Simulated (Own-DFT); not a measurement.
# Computed records: SiC (4H silicon carbide, atoms displaced)

All values are calculated (Own-DFT development build). A calculation, not a measurement: plane-wave PBE density functional theory by an unreviewed code, no spin, of a simulated periodic cell, stress positive in tension, free energy of the whole cell less one offset for each atom, forces on such cells passed a denser k mesh, this cell's mesh not checked; offsets are fitted by least squares, one for each functional and potential file, so energies compare only between cells with the same atoms and settings and are not formation energies; the far tail of each file's local potential was reset to the Coulomb form; each entry is a single point on an unrelaxed cell, so the pressure reflects the starting lattice, mostly measured values (interpolated for alloys), from which strain is counted, and rises with the displacements; printed positions are rounded, which can move forces by about a meV/angstrom; the program, named Own-DFT, is a retired in-house code; no spin-orbit coupling.

Common to all runs: functional PBE; potential files PseudoDojo norm-conserving, scalar-relativistic, standard set; wave cutoff 42 hartree; occupations Fermi-Dirac; smearing width 0.1 eV; hardware one NVIDIA H100; k mesh 4 x 4 x 3 centred on Gamma.

(1) SiC (4H silicon carbide, atoms displaced)

```
SiC
1.0
      9.2481     0.0000     0.0000
     -4.6241     8.0091     0.0000
      0.0000     0.0000    10.0681
Si C Si C Si C Si C Si C Si C Si C Si C Si C Si C Si C Si C Si C Si C Si C Si C Si C Si C
2 2 2 2 2 2 2 2 2 2 2 2 2 2 2 2 2 2 2 2 2 2 2 2 2 2 2 2 2 2 2 2 2 2 2 2
Direct
  0.97827 0.98568 0.40142
  0.13587 0.23145 0.15479
  0.99228 0.00552 0.10084
  0.13685 0.24018 0.34453
  0.00144 0.33498 0.41453
  0.08555 0.54979 0.16025
  0.98700 0.31991 0.07958
  0.09936 0.54352 0.35055
  0.99590 0.65347 0.41183
  0.13314 0.91724 0.16512
  0.99389 0.67572 0.09371
  0.12206 0.90832 0.34419
  0.31580 0.98766 0.38772
  0.44391 0.20814 0.14770
  0.33029 0.00752 0.08970
  0.43057 0.22352 0.34104
  0.32282 0.32357 0.38729
  0.44377 0.52628 0.15829
  0.34295 0.34054 0.09266
  0.44111 0.54809 0.34947
  0.34235 0.66670 0.40743
  0.44133 0.87128 0.14573
  0.36088 0.68431 0.08117
  0.42342 0.88541 0.32960
  0.65429 0.98477 0.41301
  0.76403 0.20710 0.15100
  0.67908 0.00724 0.08833
  0.77527 0.22564 0.34240
  0.66595 0.34177 0.40433
  0.77486 0.55724 0.15078
  0.65833 0.32869 0.09662
  0.76965 0.54630 0.33869
  0.65688 0.66019 0.41186
  0.76570 0.89130 0.14392
  0.65648 0.65749 0.08732
  0.77044 0.89453 0.34552
  0.99650 0.00647 0.90125
  0.88536 0.76422 0.65582
  0.99482 0.97960 0.60809
  0.89803 0.75743 0.84788
  0.98797 0.66572 0.90476
  0.90166 0.46798 0.66482
  0.99963 0.65273 0.60279
  0.90216 0.44860 0.82727
  0.00886 0.32138 0.91061
  0.88956 0.11357 0.64543
  0.00541 0.34441 0.61645
  0.90865 0.13566 0.85068
  0.67951 0.99046 0.89016
  0.56071 0.77287 0.66205
  0.65438 0.99507 0.57645
  0.55846 0.78162 0.83874
  0.63858 0.65560 0.90840
  0.54096 0.44207 0.65735
  0.67031 0.67571 0.60580
  0.58244 0.46364 0.83555
  0.65573 0.33157 0.89984
  0.53619 0.10858 0.65821
  0.64029 0.33346 0.60443
  0.56953 0.11180 0.85289
  0.33114 0.98444 0.91816
  0.21655 0.75313 0.65708
  0.31848 0.98421 0.60518
  0.22012 0.77623 0.83464
  0.33632 0.68120 0.90978
  0.23093 0.44461 0.65430
  0.33053 0.65634 0.57889
  0.22738 0.46109 0.82625
  0.34841 0.33961 0.92518
  0.23187 0.12581 0.66520
  0.34673 0.34104 0.59511
  0.22718 0.10358 0.84477
```

Results for SiC (4H silicon carbide, atoms displaced): free energy of cell above offsets 13.338 eV; pressure 12.31 GPa; stress xx -11 GPa; stress yy -12.53 GPa; stress zz -13.4 GPa; stress yz -2.04 GPa; stress xz -1.36 GPa; stress xy 0.53 GPa; wall time 347 s.

Force:
| element | x (eV/Å) | y (eV/Å) | z (eV/Å) |
| --- | --- | --- | --- |
| Si | 3.177 | 2.653 | 1.92 |
| Si | -5.482 | -1.783 | 0.545 |
| C | 2.453 | 0.333 | -1.056 |
| C | -10.61 | -5.781 | -2.414 |
| Si | -0.157 | -1.532 | 0.143 |
| Si | 1.806 | -0.419 | -1.129 |
| C | 1.162 | 2.246 | 5.17 |
| C | 1.345 | 2.035 | -1.455 |
| Si | -0.981 | 1.348 | -0.468 |
| Si | -4.283 | -4.018 | -1.898 |
| C | 1.316 | 0.323 | 0.579 |
| C | -6.052 | -5.107 | -0.59 |
| Si | 4.629 | 4.708 | 5.715 |
| Si | -0.229 | 3.477 | 2.899 |
| C | 2.309 | -2.753 | 0.789 |
| C | 3.827 | -1.836 | -1.741 |
| Si | 6.928 | 4.733 | 6.68 |
| Si | -1.341 | 8.963 | 2.256 |
| C | 0.741 | -5.12 | 0.855 |
| C | 0.181 | 0.478 | -1.876 |
| Si | -2.559 | -0.164 | -3.201 |
| Si | -0.178 | 6.045 | 2.552 |
| C | -1.071 | -7.001 | 1.429 |
| C | 3.454 | -1.366 | 0.775 |
| Si | -2.083 | 2.718 | -5.961 |
| Si | 0.92 | 3.551 | 1.296 |
| C | -3.307 | -2.927 | -2.016 |
| C | 0.434 | -1.31 | 0.579 |
| Si | -0.762 | -3.451 | 1.639 |
| Si | 0.179 | -0.363 | 0.285 |
| C | 1.029 | 0.727 | -1.745 |
| C | -0.164 | 3.393 | 0.862 |
| Si | 1.399 | 0.88 | -0.119 |
| Si | 2.911 | -1.507 | 2.748 |
| C | 0.13 | 0.847 | 1.496 |
| C | -0.082 | -2.981 | -1.843 |
| Si | 2.845 | -1.779 | 0.97 |
| Si | 0.964 | 0.346 | 2.499 |
| C | -1.009 | 3.779 | -2.516 |
| C | -10.67 | 6.78 | -3.523 |
| Si | 8.445 | -4.529 | 2.889 |
| Si | -1.518 | -8.853 | -1.95 |
| C | -1.293 | 6.164 | -4.968 |
| C | -1.111 | -1.028 | 8.369 |
| Si | -1.4 | 8.903 | -2.413 |
| Si | -0.064 | -0.437 | 1.444 |
| C | 0.111 | -1.758 | -4.396 |
| C | -0.947 | -9.35 | -4.757 |
| Si | -1.33 | 4.407 | 2.505 |
| Si | -2.75 | 1.605 | -2.838 |
| C | 0.362 | 0.597 | 7.834 |
| C | -0.462 | -0.964 | 0.545 |
| Si | 4.107 | 1.885 | -0.379 |
| Si | 2.809 | 2.921 | 0.791 |
| C | 0.741 | -2.672 | -2.73 |
| C | -3.371 | -3.224 | 1.516 |
| Si | 4.044 | 0.55 | 0.623 |
| Si | 1.697 | -0.235 | -0.146 |
| C | 4.337 | -0.214 | -2.638 |
| C | -1.733 | -1.567 | -1.369 |
| Si | -0.237 | 1.648 | -5.129 |
| Si | -0.012 | 3.422 | -0.879 |
| C | -0.111 | 0.351 | -2.271 |
| C | 0.309 | -0.25 | 3.369 |
| Si | -0.446 | -2.299 | -3.303 |
| Si | -0.282 | -0.358 | -1.688 |
| C | 1.014 | 0.982 | 3.913 |
| C | 1.825 | -0.712 | 6.106 |
| Si | -1.004 | -0.467 | -8.007 |
| Si | 0.252 | -2.93 | -1.605 |
| C | -4.595 | -2.613 | -2.159 |
| C | -0.504 | 1.857 | 2.595 |

(2) SiC (4H silicon carbide, atoms displaced)

```
SiC
1.0
      9.2481     0.0000     0.0000
     -4.6241     8.0091     0.0000
      0.0000     0.0000    10.0681
Si C Si C Si C Si C Si C Si C Si C Si C Si C Si C Si C Si C Si C Si C Si C Si C Si C Si C
2 2 2 2 2 2 2 2 2 2 2 2 2 2 2 2 2 2 2 2 2 2 2 2 2 2 2 2 2 2 2 2 2 2 2 2
Direct
  0.01160 0.98798 0.41156
  0.12761 0.25038 0.15930
  0.98860 0.98814 0.09199
  0.08659 0.22149 0.34249
  0.98642 0.33724 0.39165
  0.12983 0.57486 0.15695
  0.99158 0.32123 0.09039
  0.09728 0.54590 0.32364
  0.98833 0.65813 0.40083
  0.08903 0.87243 0.15310
  0.00653 0.68174 0.10340
  0.12348 0.90797 0.35921
  0.34329 0.02756 0.42160
  0.42512 0.22509 0.13894
  0.33298 0.98974 0.08673
  0.44036 0.22262 0.34068
  0.33388 0.33135 0.41480
  0.45657 0.55712 0.16375
  0.32104 0.33251 0.09828
  0.43780 0.57370 0.34750
  0.33404 0.66899 0.38794
  0.44425 0.89262 0.15619
  0.33672 0.66409 0.11240
  0.43840 0.88221 0.33331
  0.67200 0.00376 0.39447
  0.78070 0.21689 0.14584
  0.67466 0.01981 0.10028
  0.77731 0.21578 0.34528
  0.68514 0.35440 0.41998
  0.76033 0.52769 0.14892
  0.67053 0.32657 0.09280
  0.77596 0.55856 0.35138
  0.67143 0.67683 0.40990
  0.77478 0.87830 0.17345
  0.64639 0.65999 0.08584
  0.79682 0.88898 0.34189
  0.00917 0.00311 0.89202
  0.87880 0.75533 0.66234
  0.99728 0.00690 0.58446
  0.88099 0.77266 0.84864
  0.98375 0.64987 0.90487
  0.85512 0.44795 0.66796
  0.02898 0.67460 0.60208
  0.88407 0.42559 0.83921
  0.03474 0.35134 0.89139
  0.89857 0.11684 0.65614
  0.98571 0.33437 0.59811
  0.89726 0.10946 0.83552
  0.67213 0.99498 0.90910
  0.56102 0.77166 0.64631
  0.66875 0.00547 0.59258
  0.55733 0.78715 0.84883
  0.66199 0.66263 0.90350
  0.54577 0.43700 0.64184
  0.66097 0.67365 0.58090
  0.55483 0.46276 0.82128
  0.65877 0.31972 0.91010
  0.56548 0.11179 0.65752
  0.67505 0.34863 0.59124
  0.53312 0.07253 0.84719
  0.32160 0.97991 0.90332
  0.21484 0.76930 0.65945
  0.33044 0.01121 0.59033
  0.22077 0.78770 0.83789
  0.33403 0.67710 0.90237
  0.22984 0.45653 0.67124
  0.33697 0.67682 0.58728
  0.22206 0.44484 0.84011
  0.33608 0.35410 0.89927
  0.23881 0.13195 0.64830
  0.33216 0.32265 0.60773
  0.22591 0.11346 0.85599
```

It finds free energy of cell above offsets 13.297 eV; pressure 12.28 GPa; stress xx -12.8 GPa; stress yy -12.27 GPa; stress zz -11.78 GPa; stress yz -0.92 GPa; stress xz 1.47 GPa; stress xy -1.12 GPa; wall time 372.9 s.

Force:
| element | x (eV/Å) | y (eV/Å) | z (eV/Å) |
| --- | --- | --- | --- |
| Si | -5.978 | 4.327 | -0.498 |
| Si | -4.618 | -5.838 | 1.538 |
| C | 0.168 | 1.269 | -0.557 |
| C | 4.492 | 0.002 | 0.642 |
| Si | 2.337 | -0.122 | 3.642 |
| Si | -3.528 | -3.059 | -2.844 |
| C | 1.792 | 4.17 | -2.284 |
| C | -0.162 | 1.941 | 5.028 |
| Si | 3.528 | 3.133 | 1.295 |
| Si | 1.092 | 8.702 | 2.661 |
| C | 0.023 | -9.039 | -3.763 |
| C | 4.159 | -4.85 | -3.751 |
| Si | 1.181 | -4.105 | -4.481 |
| Si | 3.966 | -3.3 | 2.706 |
| C | -2.493 | 0.878 | 0.625 |
| C | 0.601 | 3.237 | -0.307 |
| Si | -2.572 | 0.682 | -1.64 |
| Si | -3.817 | -1.216 | 0.606 |
| C | 3.087 | 4.121 | -3.344 |
| C | 7.232 | -4.388 | -0.733 |
| Si | -5.363 | 1.405 | 3.523 |
| Si | 0.846 | 0.75 | -0.619 |
| C | 1.716 | 1.528 | -4.245 |
| C | 0.22 | 2.905 | 2.592 |
| Si | -0.35 | -2.167 | 1.985 |
| Si | -0.193 | 3.574 | 3.341 |
| C | 0.385 | -7.684 | -1.933 |
| C | -3.115 | 1.978 | -1.813 |
| Si | -0.668 | -4.183 | -4.623 |
| Si | 0.269 | 5.716 | 1.866 |
| C | -2.49 | -1.721 | -1.074 |
| C | -1.304 | -0.024 | -1.918 |
| Si | -1.018 | -0.369 | -3.119 |
| Si | 0.015 | 1.89 | -5.762 |
| C | 4.217 | 0.382 | 0.921 |
| C | -2.032 | -0.459 | 3.093 |
| Si | -1.734 | -1.036 | 3.244 |
| Si | 0.623 | 3.481 | -1.388 |
| C | 1.846 | -0.989 | 3.18 |
| C | 0.908 | -0.537 | -1.017 |
| Si | 0.563 | 1.673 | 1.007 |
| Si | 9.44 | 2.399 | -0.628 |
| C | -10.11 | -5.262 | -3.633 |
| C | -1.179 | 1.334 | 2.753 |
| Si | -9.404 | -7.385 | 4.477 |
| Si | -1.692 | -0.2 | -1.757 |
| C | 0.815 | 1.656 | -0.646 |
| C | -0.532 | 0.862 | 1.447 |
| Si | 0.537 | 2.178 | 0.678 |
| Si | -4.06 | 3.699 | 2 |
| C | 1.342 | -1.112 | -1.18 |
| C | 0.918 | -3.053 | -1.637 |
| Si | -0.923 | 1.762 | 0.026 |
| Si | 0.624 | 2.638 | 0.853 |
| C | 3.514 | -3.009 | 2.792 |
| C | 1.059 | -2.59 | 3.127 |
| Si | 0.002 | -0.649 | -1.749 |
| Si | -1.894 | -1.034 | 0.275 |
| C | -4.334 | -3.572 | 0.724 |
| C | 1.423 | 4.832 | -1.183 |
| Si | -1.238 | 4.894 | 2.2 |
| Si | 5.866 | 5.126 | 0.195 |
| C | 2.597 | -0.59 | 3.689 |
| C | -0.475 | -6.231 | 0.405 |
| Si | 0.563 | 0.217 | 1.654 |
| Si | -1.794 | -0.708 | -7.059 |
| C | 0.778 | -1.4 | 0.559 |
| C | 4.597 | 5.839 | 0.772 |
| Si | 2.981 | -3.474 | 1.447 |
| Si | -2.188 | -9.856 | 4.25 |
| C | -2.319 | 8.344 | -4.087 |
| C | 1.249 | 1.686 | -2.548 |

(3) SiC (4H silicon carbide, atoms displaced)

```
SiC
1.0
      9.2481     0.0000     0.0000
     -4.6241     8.0091     0.0000
      0.0000     0.0000    10.0681
Si C Si C Si C Si C Si C Si C Si C Si C Si C Si C Si C Si C Si C Si C Si C Si C Si C Si C
2 2 2 2 2 2 2 2 2 2 2 2 2 2 2 2 2 2 2 2 2 2 2 2 2 2 2 2 2 2 2 2 2 2 2 2
Direct
  0.00343 0.99393 0.40317
  0.12478 0.22991 0.16931
  0.00069 0.00337 0.09835
  0.10577 0.23068 0.34253
  0.99477 0.33735 0.40671
  0.10974 0.55188 0.16264
  0.98784 0.33192 0.10103
  0.11277 0.56239 0.33696
  0.99804 0.66669 0.39726
  0.10026 0.88976 0.15877
  0.01167 0.67720 0.09096
  0.09895 0.88829 0.34075
  0.34394 0.00713 0.40681
  0.44754 0.21844 0.15393
  0.32612 0.00341 0.09168
  0.44552 0.22318 0.34588
  0.32715 0.33586 0.41105
  0.44795 0.55693 0.15475
  0.32468 0.33082 0.09544
  0.44765 0.55582 0.34446
  0.33183 0.67281 0.41663
  0.44827 0.90034 0.16900
  0.33661 0.66722 0.09087
  0.43915 0.88692 0.33763
  0.66052 0.99156 0.40418
  0.77182 0.22633 0.16891
  0.65573 0.00456 0.09566
  0.79480 0.23697 0.35723
  0.66323 0.33869 0.40714
  0.77298 0.55342 0.16055
  0.67825 0.34914 0.09187
  0.78961 0.56361 0.34255
  0.66761 0.66697 0.40197
  0.77637 0.88773 0.16827
  0.66178 0.65615 0.10043
  0.77374 0.88851 0.35269
  0.99104 0.00280 0.90420
  0.87076 0.74529 0.65125
  0.00472 0.00737 0.59257
  0.87547 0.77071 0.83394
  0.99795 0.65946 0.91725
  0.88962 0.43790 0.65077
  0.98882 0.65702 0.59135
  0.89788 0.44557 0.84095
  0.00557 0.33247 0.90691
  0.88626 0.11757 0.65475
  0.99394 0.33132 0.60507
  0.88989 0.10469 0.84094
  0.66886 0.00165 0.90969
  0.54965 0.78032 0.64724
  0.66033 0.99383 0.59745
  0.54516 0.76884 0.84019
  0.68223 0.68222 0.90741
  0.57105 0.44864 0.66921
  0.67831 0.67646 0.59863
  0.54764 0.44657 0.83073
  0.66766 0.32966 0.89707
  0.55536 0.11572 0.66100
  0.67109 0.34900 0.59385
  0.55626 0.11528 0.85332
  0.32627 0.99317 0.92060
  0.23192 0.78748 0.65449
  0.34112 0.00611 0.59645
  0.22042 0.78052 0.84495
  0.34154 0.66923 0.90684
  0.22189 0.44296 0.64960
  0.32680 0.65607 0.59369
  0.22999 0.43221 0.83577
  0.32971 0.33839 0.90170
  0.21350 0.09649 0.65735
  0.32653 0.32673 0.58730
  0.21843 0.10531 0.84237
```

The calculation gives: free energy of cell above offsets -1.768 eV; pressure 7.06 GPa; stress xx -7.75 GPa; stress yy -4.1 GPa; stress zz -9.33 GPa; stress yz 0.06 GPa; stress xz 0.3 GPa; stress xy -0.38 GPa; wall time 377.3 s.

Force:
| element | x (eV/Å) | y (eV/Å) | z (eV/Å) |
| --- | --- | --- | --- |
| Si | -3.047 | 2.735 | 2.457 |
| Si | -3.431 | -1.075 | -2.941 |
| C | -1.533 | 0.105 | -0.452 |
| C | 1.348 | -1.102 | 2.372 |
| Si | 3.73 | 1.912 | 1.716 |
| Si | 0.47 | 0.872 | -3.424 |
| C | 2.145 | -0.033 | -0.83 |
| C | 0.502 | -0.225 | 3.474 |
| Si | 1.158 | 0.827 | 2.101 |
| Si | 1.579 | 0.266 | -1.125 |
| C | -1.217 | -1.508 | 2.675 |
| C | 3.703 | -0.384 | 0.249 |
| Si | -1.923 | -0.581 | 0.245 |
| Si | -1.135 | 1.879 | -0.117 |
| C | 0.907 | -0.673 | 3.864 |
| C | -0.285 | 0.284 | -0.802 |
| Si | 0.751 | -0.246 | -1.317 |
| Si | -1.667 | -0.824 | 0.456 |
| C | 2.658 | 1.193 | -0.945 |
| C | -1.02 | 0.456 | 0.341 |
| Si | 0.639 | -1.63 | -3.397 |
| Si | -1.187 | -2.229 | -5.768 |
| C | -0.421 | 0.342 | 1.417 |
| C | 0.481 | 0.502 | 4.584 |
| Si | -0.029 | 2.252 | 1.449 |
| Si | 0.975 | 0.253 | -1.602 |
| C | 2.163 | 0.092 | 1.294 |
| C | -5.56 | -3.778 | -1.939 |
| Si | 1.141 | 0.426 | 0.413 |
| Si | 1.647 | 1.591 | -0.872 |
| C | -0.959 | -3.005 | -0.159 |
| C | -2.662 | -1.724 | -0.122 |
| Si | 0.262 | -0.497 | 1.835 |
| Si | -0.562 | 0.373 | -1.929 |
| C | 0.413 | 2.703 | -1.368 |
| C | 0.824 | 0.03 | -0.927 |
| Si | 3.294 | -1.697 | 0.394 |
| Si | 2.629 | 6.094 | 1.853 |
| C | -0.945 | -2.097 | -0.742 |
| C | 3.589 | 1.455 | 1.678 |
| Si | -0.389 | 1.084 | -3.676 |
| Si | -1.21 | 1.936 | 1.739 |
| C | 3.145 | 0.631 | -1.409 |
| C | -0.875 | -0.657 | 0.231 |
| Si | -0.224 | -0.154 | 0.405 |
| Si | 1.682 | -2.796 | 0.169 |
| C | 1.495 | 0.62 | -3.11 |
| C | -2.684 | 1.688 | 0.407 |
| Si | -0.704 | -0.604 | -0.705 |
| Si | 2.104 | -1.754 | 2.487 |
| C | -0.731 | 2.122 | -1.339 |
| C | 2.064 | 2.51 | 0.068 |
| Si | -3.407 | -3.328 | 0.303 |
| Si | -3.53 | 0.728 | -6.287 |
| C | -5.348 | -3.092 | -3.15 |
| C | 1.411 | -0.038 | 7.458 |
| Si | -0.329 | 2.55 | 1.555 |
| Si | 0.629 | 0.436 | 0.243 |
| C | 1.432 | -2.834 | -0.244 |
| C | -0.039 | -1.842 | -1.265 |
| Si | -0.163 | 0.947 | -4.261 |
| Si | -1.74 | -1.899 | 1.187 |
| C | -0.204 | -0.837 | -1.3 |
| C | 0.832 | -0.888 | 0.051 |
| Si | -2.259 | -1.375 | -0.106 |
| Si | 0.673 | -2.122 | 1.413 |
| C | -0.523 | 2.437 | 0.229 |
| C | -4.755 | 3.177 | 0.111 |
| Si | 3.5 | -3.003 | 1.297 |
| Si | -0.317 | 2.373 | 0.077 |
| C | 1.07 | 0.419 | 2.097 |
| C | -0.031 | 0.229 | 1.235 |

(4) SiC (4H silicon carbide, atoms displaced)

```
SiC
1.0
      9.2481     0.0000     0.0000
     -4.6241     8.0091     0.0000
      0.0000     0.0000    10.0681
Si C Si C Si C Si C Si C Si C Si C Si C Si C Si C Si C Si C Si C Si C Si C Si C Si C Si C
2 2 2 2 2 2 2 2 2 2 2 2 2 2 2 2 2 2 2 2 2 2 2 2 2 2 2 2 2 2 2 2 2 2 2 2
Direct
  0.00222 0.99226 0.40463
  0.10930 0.21352 0.15777
  0.99428 0.98779 0.09134
  0.12281 0.24442 0.34573
  0.99123 0.33258 0.40443
  0.11448 0.55904 0.14502
  0.00033 0.33144 0.09623
  0.10687 0.55472 0.34288
  0.99625 0.65890 0.40420
  0.11162 0.88844 0.15962
  0.01378 0.67788 0.08095
  0.11460 0.89381 0.35039
  0.33046 0.00541 0.40853
  0.43689 0.22220 0.15032
  0.32540 0.00209 0.09627
  0.45169 0.22019 0.34826
  0.33078 0.32945 0.41308
  0.44404 0.54775 0.15754
  0.32990 0.32432 0.10257
  0.45331 0.56383 0.34688
  0.33966 0.67658 0.40420
  0.44648 0.88085 0.15256
  0.33782 0.65939 0.09296
  0.44571 0.88516 0.34955
  0.66218 0.99064 0.41111
  0.77912 0.21593 0.15834
  0.67068 0.00617 0.09287
  0.76365 0.20108 0.34081
  0.66777 0.33375 0.40905
  0.76424 0.54052 0.15777
  0.67191 0.33542 0.09065
  0.78013 0.55833 0.33697
  0.66705 0.66748 0.40965
  0.76470 0.87920 0.16167
  0.67031 0.65956 0.09206
  0.79291 0.89594 0.34472
  0.01477 0.00945 0.90961
  0.88532 0.77172 0.65174
  0.01473 0.00602 0.59327
  0.88928 0.77649 0.84588
  0.98974 0.66526 0.90119
  0.88226 0.44005 0.66551
  0.98614 0.65784 0.58973
  0.88229 0.42623 0.84639
  0.99695 0.32761 0.89335
  0.88820 0.09196 0.65558
  0.00224 0.34310 0.59261
  0.89759 0.11337 0.84336
  0.68544 0.01508 0.90984
  0.56152 0.77617 0.65877
  0.66543 0.99536 0.58622
  0.55158 0.76876 0.84576
  0.66595 0.67840 0.89999
  0.55594 0.44822 0.65773
  0.66971 0.66419 0.58843
  0.54721 0.43921 0.83663
  0.66143 0.33198 0.90932
  0.56261 0.11443 0.65100
  0.65879 0.34481 0.58269
  0.56288 0.11105 0.83861
  0.34103 0.99984 0.91433
  0.23214 0.79059 0.64946
  0.33868 0.00054 0.59409
  0.21017 0.76086 0.84253
  0.34089 0.67750 0.90492
  0.22079 0.44252 0.65478
  0.33059 0.65743 0.60194
  0.21883 0.44039 0.83895
  0.32377 0.32831 0.90068
  0.22600 0.09562 0.66210
  0.32858 0.33362 0.58463
  0.21516 0.11609 0.84267
```

The calculation gives: free energy of cell above offsets -4.510 eV; pressure 5.74 GPa; stress xx -6.23 GPa; stress yy -3.9 GPa; stress zz -7.1 GPa; stress yz -0.09 GPa; stress xz 0.02 GPa; stress xy 0.34 GPa; wall time 360.7 s.

Force:
| element | x (eV/Å) | y (eV/Å) | z (eV/Å) |
| --- | --- | --- | --- |
| Si | -0.362 | 3.52 | 0.926 |
| Si | -1.119 | 0.678 | 0.606 |
| C | -0.617 | 1.226 | 1.32 |
| C | -0.495 | -3.442 | -0.601 |
| Si | 0.745 | -0.007 | 0.277 |
| Si | -0.552 | -0.742 | 1.457 |
| C | 0.297 | -0.412 | -1.476 |
| C | 0.764 | 0.596 | -0.968 |
| Si | -0.161 | 0.877 | 0.01 |
| Si | -0.701 | -0.771 | -0.358 |
| C | -1.092 | -1.777 | 2.227 |
| C | 0.803 | -1.725 | -1.359 |
| Si | 1.855 | -0.449 | -0.654 |
| Si | 3.072 | -0.539 | 2.387 |
| C | 2.456 | -0.473 | -0.018 |
| C | -1.932 | 0.543 | -1.274 |
| Si | 0.994 | 1.388 | -2.887 |
| Si | 0.509 | 0.411 | 0.462 |
| C | -1.476 | 1.377 | -2.745 |
| C | -0.73 | -0.97 | -0.467 |
| Si | -0.37 | -3.602 | 1.432 |
| Si | -1.151 | 1.105 | 1.133 |
| C | -0.279 | 0.878 | -0.577 |
| C | -1.04 | 1.612 | -1.572 |
| Si | 0.901 | 0.267 | -2.27 |
| Si | -0.415 | 1.749 | -0.179 |
| C | -0.068 | -2.011 | 0.011 |
| C | 0.182 | 2.692 | 1.228 |
| Si | 0.446 | -0.074 | -2.694 |
| Si | 1.979 | 2.889 | -1.007 |
| C | -0.915 | -2.318 | 0.537 |
| C | -0.363 | -0.896 | 1.485 |
| Si | 0.874 | 0.178 | -1.927 |
| Si | 2.081 | 0.537 | -1.228 |
| C | -2.072 | 0.38 | -0.424 |
| C | -2.432 | -1.711 | 0.394 |
| Si | -2.438 | -2.829 | 0.111 |
| Si | 0.693 | 1.133 | 0.797 |
| C | -0.834 | -2.452 | -0.363 |
| C | -1.422 | 1.222 | -1.662 |
| Si | 2.001 | -1.242 | 0.371 |
| Si | 0.192 | 0.189 | -2.432 |
| C | 1.834 | 1.004 | 0.729 |
| C | -2.348 | 2.468 | -0.079 |
| Si | 1.371 | 1.152 | 2.83 |
| Si | -0.805 | 3.232 | -0.559 |
| C | -0.642 | -2.281 | 0.268 |
| C | 0.122 | -1.8 | -0.599 |
| Si | -1.148 | -2.041 | -0.936 |
| Si | -1.455 | -0.729 | -0.806 |
| C | 0.659 | 0.035 | 3 |
| C | -0.502 | 3.716 | -1 |
| Si | 2.755 | -2.987 | 1.906 |
| Si | -1.559 | -0.873 | -1.679 |
| C | -0.861 | 0.802 | 1.735 |
| C | 0.607 | 0.807 | 2.055 |
| Si | 0.371 | 0.125 | -1.316 |
| Si | -0.334 | 0.644 | -0.002 |
| C | 2.586 | -1.87 | 3.427 |
| C | -0.714 | -0.162 | 1.095 |
| Si | -1.295 | -0.947 | -1.945 |
| Si | -0.36 | -4.418 | 1.565 |
| C | 0.676 | 0.758 | -0.351 |
| C | 0.202 | 3.14 | -0.571 |
| Si | -1.03 | -3.037 | -0.046 |
| Si | -0.202 | -0.83 | -0.341 |
| C | 0.225 | 2.862 | -1.861 |
| C | 0.102 | 0.949 | 1.072 |
| Si | 0.694 | 1.667 | 1.143 |
| Si | -1.81 | 3.269 | -1.038 |
| C | 1.243 | -0.657 | 4.246 |
| C | 3.81 | -1 | 0.026 |
